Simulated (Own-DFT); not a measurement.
# Computed records: Hf₃₆O₇₁ (tetragonal hafnia with one neutral oxygen vacancy, atoms displaced)

All values are calculated (Own-DFT development build). A calculation, not a measurement: plane-wave PBE and HSE06 DFT by an unreviewed code, no spin, of a simulated cell at Gamma alone, so results move with cell size and shape, stress positive in tension, energies less offsets, not probed for a lower state with spin; hafnium file: forces about 75 meV/angstrom off all-electron values; oxygen file: force components 24 meV/angstrom off all-electron in a glass; k mesh not checked against a denser one; forces and stress are PBE's, HSE06 gives the energy alone, and its difference from PBE has offsets of its own; offsets are fitted by least squares, one for each functional and potential file, so energies compare only between cells with the same atoms and settings and are not formation energies; the far tail of each file's local potential was reset to the Coulomb form; each entry is a single point on an unrelaxed cell, so the pressure reflects the starting lattice, taken from the Materials Project, from which strain is counted, and rises with the displacements; printed positions are rounded, which can move forces by about a meV/angstrom; the program is a retired in-house code; no spin-orbit coupling.

Hf₃₆O₇₁ (tetragonal hafnia with one neutral oxygen vacancy, atoms displaced)

```
Hf36O71
1.0
     10.7800     0.0000     0.0000
      0.0000    10.7800     0.0000
      0.0000     0.0000    10.4493
Hf O Hf O Hf O Hf O Hf O Hf O Hf O Hf O Hf O Hf O Hf O Hf O Hf O Hf O Hf O Hf O Hf O Hf O
2 4 2 4 2 3 2 4 2 4 2 4 2 4 2 4 2 4 2 4 2 4 2 4 2 4 2 4 2 4 2 4 2 4 2 4
Direct
  0.00171 0.00054 0.99877
  0.17459 0.17483 0.24485
  0.99123 0.18445 0.15586
  0.18277 0.00504 0.34611
  0.00098 0.16859 0.39829
  0.16929 0.99330 0.09000
  0.99774 0.99673 0.51188
  0.17293 0.17599 0.74815
  0.00506 0.16839 0.65058
  0.16964 0.01585 0.85281
  0.00817 0.16540 0.90352
  0.17548 0.99288 0.59087
  0.99896 0.32999 0.99560
  0.15455 0.48717 0.24315
  0.16345 0.32084 0.34925
  0.00247 0.49850 0.40369
  0.15353 0.34015 0.08584
  0.00196 0.33763 0.49977
  0.17031 0.49697 0.75167
  0.99867 0.48516 0.65746
  0.16981 0.33662 0.83734
  0.98099 0.51215 0.90233
  0.17012 0.33846 0.59830
  0.00712 0.68043 0.00581
  0.16972 0.84952 0.25584
  0.99586 0.82543 0.16621
  0.17296 0.66186 0.34936
  0.99313 0.83269 0.40697
  0.18378 0.67547 0.10212
  0.00041 0.67763 0.49221
  0.16850 0.83568 0.74032
  0.00390 0.82634 0.64360
  0.18056 0.67280 0.84826
  0.99500 0.83006 0.91123
  0.15236 0.66025 0.59450
  0.33811 0.01115 0.98119
  0.50609 0.15583 0.24150
  0.34917 0.16865 0.15267
  0.50815 0.99757 0.34078
  0.34161 0.16776 0.39548
  0.50446 0.99667 0.08842
  0.33277 0.99561 0.50859
  0.49228 0.16490 0.74690
  0.32931 0.16902 0.64168
  0.49726 0.01153 0.85477
  0.33089 0.16717 0.89963
  0.50365 0.99466 0.59541
  0.33126 0.32235 0.99355
  0.49398 0.50363 0.26295
  0.33470 0.50455 0.14345
  0.49756 0.31472 0.34198
  0.32507 0.49416 0.39626
  0.49966 0.32299 0.11119
  0.33942 0.34920 0.50754
  0.50310 0.49549 0.74705
  0.33254 0.50973 0.64945
  0.48683 0.32927 0.85531
  0.33109 0.50600 0.89035
  0.48916 0.33392 0.59241
  0.33345 0.66780 0.00578
  0.49847 0.82946 0.25167
  0.33458 0.83887 0.15117
  0.50256 0.66076 0.34346
  0.32746 0.83529 0.39464
  0.49203 0.67230 0.09321
  0.32006 0.67763 0.49618
  0.49698 0.83026 0.74504
  0.33155 0.83032 0.63548
  0.48651 0.66754 0.84210
  0.33551 0.83039 0.90132
  0.49621 0.67357 0.59511
  0.67015 0.00369 0.99217
  0.84023 0.16009 0.24606
  0.65985 0.16301 0.14818
  0.84037 0.00069 0.34661
  0.66294 0.17353 0.39501
  0.81162 0.98866 0.10223
  0.66220 0.00468 0.49451
  0.83034 0.16683 0.75929
  0.65630 0.16932 0.63943
  0.84032 0.00131 0.85455
  0.67263 0.17107 0.91870
  0.83992 0.00505 0.60404
  0.65461 0.33891 0.99680
  0.84204 0.50803 0.25748
  0.67847 0.49184 0.15579
  0.85178 0.32714 0.34537
  0.67174 0.48923 0.40684
  0.83324 0.33934 0.09734
  0.66148 0.34604 0.49707
  0.82850 0.51292 0.75262
  0.66442 0.50406 0.65021
  0.83140 0.34024 0.85977
  0.66332 0.49985 0.89701
  0.85298 0.34200 0.59096
  0.67687 0.66955 0.99914
  0.83384 0.82474 0.25204
  0.67886 0.84040 0.15083
  0.83654 0.66244 0.35777
  0.68981 0.83596 0.41098
  0.82911 0.66446 0.09984
  0.66611 0.65948 0.49866
  0.83020 0.83991 0.75511
  0.67632 0.82812 0.65120
  0.83378 0.67501 0.86650
  0.65963 0.83342 0.89596
  0.83853 0.67534 0.60042
```

It was run with first functional PBE, second functional HSE06, exact exchange share 0.25, screening 0.11 1/bohr, exchange divergence Gygi-Baldereschi, potential files PseudoDojo norm-conserving, scalar-relativistic, made for PBE, standard set, wave cutoff 48 hartree, occupations fixed and k mesh 1 x 1 x 1 centred on Gamma.

The calculation gives: PBE energy of cell above offsets -87.313 eV; HSE06 less PBE above offsets 0.716 eV; PBE pressure 4.18 GPa; PBE stress xx -3.72 GPa; PBE stress yy -5.26 GPa; PBE stress zz -3.54 GPa; PBE stress yz 1.71 GPa; PBE stress xz 0.04 GPa; PBE stress xy -0.02 GPa.

Force:
```tsv
element	x (eV/Å)	y (eV/Å)	z (eV/Å)
Hf	-0.351	0.205	1.009
Hf	0.122	-1.901	1.575
O	3.339	-1.493	-2.082
O	-0.931	0.832	0.014
O	0.509	-2.205	0.996
O	-0.992	0.575	0.588
Hf	-0.225	2.39	-2.379
Hf	-2.154	-0.324	-1.565
O	-0.042	-0.744	1.257
O	-0.22	-2.478	-1.465
O	-0.782	-0.027	-0.283
O	-2.346	-0.169	1.823
Hf	-4.768	1.667	-0.194
Hf	1.339	1.613	0.894
O	0.252	2.536	-1.165
O	0.497	1.339	-1.199
O	3.287	0.098	1.759
Hf	1.168	-1.432	-1.128
Hf	-0.784	2.431	-1.092
O	0.151	1.363	1.113
O	-0.001	-0.962	2.135
O	1.795	-0.441	1.297
O	0.802	-0.009	0.268
Hf	0.334	-3.601	1.263
Hf	0.993	-2.444	-1.759
O	1.635	0.476	-1.499
O	-0.499	0.855	-0.363
O	0.978	2.099	-1.118
O	-4.375	-0.402	0.442
Hf	-0.722	-2.951	0.837
Hf	0.335	-0.904	1.646
O	-0.235	1.425	1.855
O	-1.741	0.289	-0.937
O	0.671	3.031	-1.642
O	2.595	0.675	0.826
Hf	0.419	-5.028	3.877
Hf	0.805	1.139	1.606
O	-4.83	-0.024	-2.682
O	0.42	-2.252	1.442
O	-0.971	-0.779	1.491
O	-0.751	-0.319	0.067
Hf	1.221	2.716	-4.018
Hf	0.949	0.396	-1.15
O	1.229	-0.842	1.406
O	-0.137	-0.649	-2.206
O	-0.29	1.677	-2.206
O	-0.778	-0.229	1.101
Hf	1.621	4.288	2.319
Hf	-0.482	-4.631	-3.925
O	-0.342	-1.162	1.246
O	0.484	4.668	1.692
O	1.252	1.7	-0.221
O	-0.588	1.583	-2.9
Hf	-3.757	-2.785	-3.293
Hf	-2.47	1.935	1.586
O	0.738	-0.368	-0.496
O	0.874	-0.053	-1.09
O	0.018	-2.121	1.155
O	4.075	0.788	2.839
Hf	0.551	-0.692	-2.157
Hf	0.057	1.213	-2.815
O	0.424	0.296	1.064
O	0.649	2.219	2.004
O	0.898	-0.077	0.366
O	3.452	0.052	1.184
Hf	-0.529	-2.378	0.049
Hf	0.924	-1.199	0.996
O	-0.287	-0.116	1.289
O	1.332	-0.426	-1.183
O	0.213	2.701	-1.36
O	0.786	0.04	-0.79
Hf	-1.984	-0.921	2.241
Hf	-2.987	1.493	1.698
O	2.826	0.012	-0.385
O	0.074	-0.646	0.464
O	0.88	-0.872	1.222
O	5.285	1.359	-0.216
Hf	1.522	1.242	-1.155
Hf	0.647	1.879	-1.492
O	0.965	0.051	2.468
O	-0.323	0.535	-0.297
O	0.34	0.178	-3.487
O	-1.687	-0.068	0.805
Hf	1.871	0.173	3.547
Hf	0.372	-3.73	-2.006
O	-2.301	1.089	0.448
O	-1.069	1.562	-0.369
O	-0.376	4.397	-2.261
O	0.363	-0.041	-0.775
Hf	1.319	-6.779	1.019
Hf	3.172	-1.174	0.465
O	0.111	-0.237	-0.713
O	-0.177	-1.287	-2.567
O	-0.628	1.003	-0.526
O	-5.994	-0.693	1.838
Hf	-1.964	-0.008	0.597
Hf	-1.35	1.874	0.852
O	-3.118	-2.268	0.559
O	-0.63	0.243	-0.07
O	-1.362	-1.397	-0.233
O	2.002	-0.116	1.279
Hf	0.815	2.35	1.149
Hf	0.046	-1.647	-0.998
O	-1.61	0.404	0.667
O	-1.028	0.344	-1.941
O	0.148	0.326	-0.386
O	-0.981	-1.316	0.549
```
